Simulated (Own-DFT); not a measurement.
# Response to strain: 2H SiC, 32 atoms (C16Si16)

Calculated results; nothing here was measured. The program, named Own-DFT, is a retired in-house plane-wave density functional code that no person has reviewed. Each row is one single-point run on a periodic cell that was not relaxed, without spin or spin-orbit coupling.

Settings of every run: PBE; PseudoDojo norm-conserving scalar-relativistic files; cutoff 42 hartree; 5 x 5 x 3 k mesh centred on Gamma; Fermi-Dirac smearing of 0.1 eV.

Known limits: forces on such cells passed a denser k mesh, each cell not checked; stress not checked against mesh or cutoff.

Unstrained cell vectors in Å: (6.165, 0.000, 0.000); (-3.083, 5.339, 0.000); (0.000, 0.000, 10.068). The unstrained cell has measured lattice constants (interpolated for alloys), not those of this functional. That, the random moves and any unrelaxed bonds set the pressure at no strain. Each run strains this cell uniformly, with the atoms carried along. Every atom was also moved at random, by a Gaussian of width 0.05 Å on each axis. Strain is the symmetric tensor, in per cent. Stress is positive in tension, and the pressure is minus a third of its trace.

```
run  e_xx (%)  e_yy (%)  e_zz (%)  e_yz (%)  e_xz (%)  e_xy (%)  s_xx (GPa)  s_yy (GPa)  s_zz (GPa)  s_yz (GPa)  s_xz (GPa)  s_xy (GPa)  P (GPa)  E (meV/atom)
  1      1.82     -0.11     -1.95     -0.01      0.68     -0.05        7.52       -4.98      -24.14       -1.03        1.72        0.92     7.20          57.4
  2     -1.72     -0.47      0.75      1.51     -0.49     -1.34      -16.58       -9.08       -2.65        5.23       -2.23       -8.94     9.44          52.7
  3      1.73      0.51      0.74     -1.45      0.01     -0.17        5.68        2.08       -3.74       -4.70        0.06       -0.57    -1.34          17.9
  4      0.30     -1.05     -0.22     -0.40      0.49      0.06       -1.16      -11.20       -7.80       -0.96        0.97       -0.87     6.72           0.0
  5      0.59     -0.07      0.85      0.78      1.37     -0.93       -0.07       -5.20       -1.35        1.58        4.55       -3.14     2.20          24.7
  6      0.43      1.13     -0.13      0.57      0.33     -0.76       -0.28        2.05       -7.65        3.16        0.96       -2.99     1.96          17.1
  7      0.63     -1.16      1.16      1.06     -0.42      0.23       -2.13       -8.45       -2.40        2.36       -0.16        2.93     4.33          41.6
  8     -0.53     -1.69      0.77     -0.16      1.38      0.03       -7.20      -14.42       -3.40       -0.47        4.07        0.19     8.34          24.5
  9     -1.93     -1.58      0.83     -1.12      0.50      1.78      -17.77      -15.19       -3.12       -4.12        0.81        9.22    12.03          51.3
 10      0.72      1.40     -0.20     -1.45      1.08      1.58       -0.32        5.05       -8.39       -4.42        3.73        5.83     1.22          25.6
 11     -1.43     -1.35     -0.10     -1.41      0.53     -0.47      -14.73      -13.18       -9.74       -5.02        4.64       -0.58    12.55          50.3
 12     -0.23     -0.27      0.82     -1.27     -0.93      0.90       -3.84       -6.50       -2.51       -3.29       -2.84        4.01     4.29          19.3
 13      1.35     -1.14      1.58     -1.87     -1.46     -1.35       -0.88      -10.97        2.74       -7.39       -4.83       -5.41     3.04          80.6
 14      0.21      0.31     -0.43      1.46     -1.31      0.23        0.11       -4.19      -10.43        4.19       -3.73       -0.61     4.83          23.7
 15      1.94      0.90     -1.49     -0.39     -0.84     -0.57        6.52        2.87      -17.80       -1.27       -2.80       -2.25     2.81          49.1
 16     -1.59     -1.90     -0.67     -1.66     -1.52      1.88      -13.63      -18.97      -14.23       -5.15       -7.06        8.93    15.61          63.6
 17     -1.11      0.42     -0.59      1.75      0.09      0.03      -10.53       -1.96      -13.61        6.39        0.28        1.89     8.70          52.7
 18      1.16     -1.39     -0.91     -0.37      1.34      1.70           ?           ?           ?           ?           ?           ?        ?             ?
```

E is the free energy for each atom above the lowest run shown.

## Worked fit

Each stress component was fitted by least squares to a constant and the strains of the runs shown, as fractions, with shears doubled. Shear strains stay in the fit of a normal stress only where such slopes are resolved. The slopes, in GPa:

```
stress,at no strain,per e_xx,per e_yy,per e_zz,scatter
s_xx,-4.2,575 ± 40,56 ± 52,-71 ± 49,1.76
s_yy,-4.5,90 ± 28,620 ± 36,54 ± 34,1.20
s_zz,-8.1,-12 ± 28,70 ± 36,727 ± 34,1.22
```

Each shear stress against twice its own strain: yz 156 ± 8, xz 171 ± 16, xy 231 ± 24 GPa. These are stiffnesses along x, y and z of the frame in which the cell vectors are given, which need not be the crystal's axes. The atoms are held to the strained lattice; where symmetry lets them move under strain, relaxing them would lower some slopes. The table should be nearly symmetric about its diagonal, and what it lacks of that shows the noise. A ninth of its sum, 234 ± 9 GPa, estimates the bulk modulus near the mean pressure of these runs, 6.1 GPa, so it lies above the value at zero pressure.

## Withheld run

Question: what normal stresses and pressure should run 18 give?

The fit gives s_xx = 2.3, s_yy = -12.6, s_zz = -15.8 and P = 8.7 GPa. The calculation gave -2.68, -11.07, -10.47 and P = 8.07 GPa. This run lies off the fit, by chance or by something that the fit leaves out.
